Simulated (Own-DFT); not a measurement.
# Which defects push the lattice out? zincblende GaAs

The numbers are computed, not measured, by runs of the plane-wave DFT program Own-DFT (in-house, retired, unreviewed) at fixed positions, with no spin and no spin-orbit coupling.

Common settings: PBE; PseudoDojo norm-conserving scalar-relativistic files; cutoff 42 hartree; 3 x 3 x 3 k mesh centred on Gamma; Fermi-Dirac smearing of 0.1 eV.

Limits (not all hold for every row): not probed for a lower state with spin; forces not confirmed at this smearing and k mesh; stress not checked against mesh or cutoff.

All runs share one cell, with vectors in Å (10.862, 0.000, 0.000); (0.000, 10.862, 0.000); (0.000, 0.000, 11.796) and a volume of 1391.7 Å³, strained against the parent crystal. Atoms were moved at random from their sites; u is the rms move along one axis. The defect's site can differ from row to row.

```
cell,formula,u (Å),P (GPa)
no defect,As32Ga32,0.0299,6.67
no defect,As32Ga32,0.0451,6.96
no defect,As32Ga32,0.0486,7.06
one Al on a Ga site,AlAs32Ga31,0.0297,6.67
one Al on a Ga site,AlAs32Ga31,0.0450,6.91
one Al on a Ga site,AlAs32Ga31,0.0491,7.00
one In on a Ga site,As32Ga31In,0.0294,7.42
one In on a Ga site,As32Ga31In,0.0296,7.39
one In on a Ga site,As32Ga31In,0.0302,7.44
one In on a Ga site,As32Ga31In,0.0311,?
one P on an As site,As31Ga32P,0.0295,6.38
one P on an As site,As31Ga32P,0.0317,6.44
one P on an As site,As31Ga32P,0.0463,6.62
one As vacancy and one Ga vacancy,As31Ga31,0.0285,5.85
one As vacancy and one Ga vacancy,As31Ga31,0.0302,5.95
one As vacancy and one Ga vacancy,As31Ga31,0.0506,6.37
```

## What the rows give

P = P0 + c u² + a shift for each defect gives P0 = 6.47 GPa, c = 241 ± 17 GPa/Å² and a scatter of 0.04 GPa. The shifts, and each times the cell's volume:

- one In on a Ga site: 0.73 ± 0.03 GPa, 6.4 eV
- one Al on a Ga site: -0.04 ± 0.03 GPa, -0.3 eV (not resolved)
- one P on an As site: -0.32 ± 0.03 GPa, -2.8 eV
- one As vacancy and one Ga vacancy: -0.76 ± 0.03 GPa, -6.6 eV

Positive is outwards. The product with the volume (160.2 GPa Å³ to the eV) is nearly free of the cell's size; divided by the bulk modulus at the cell's pressure it gives the volume that the defect adds. The atoms around the defects weren't relaxed, which would change these numbers.

## The run left out

The question: what pressure belongs in the blank (one In on a Ga site, u = 0.0311 Å)?

Estimate: 7.44 ± 0.04 GPa. The calculation gave 7.40 GPa.
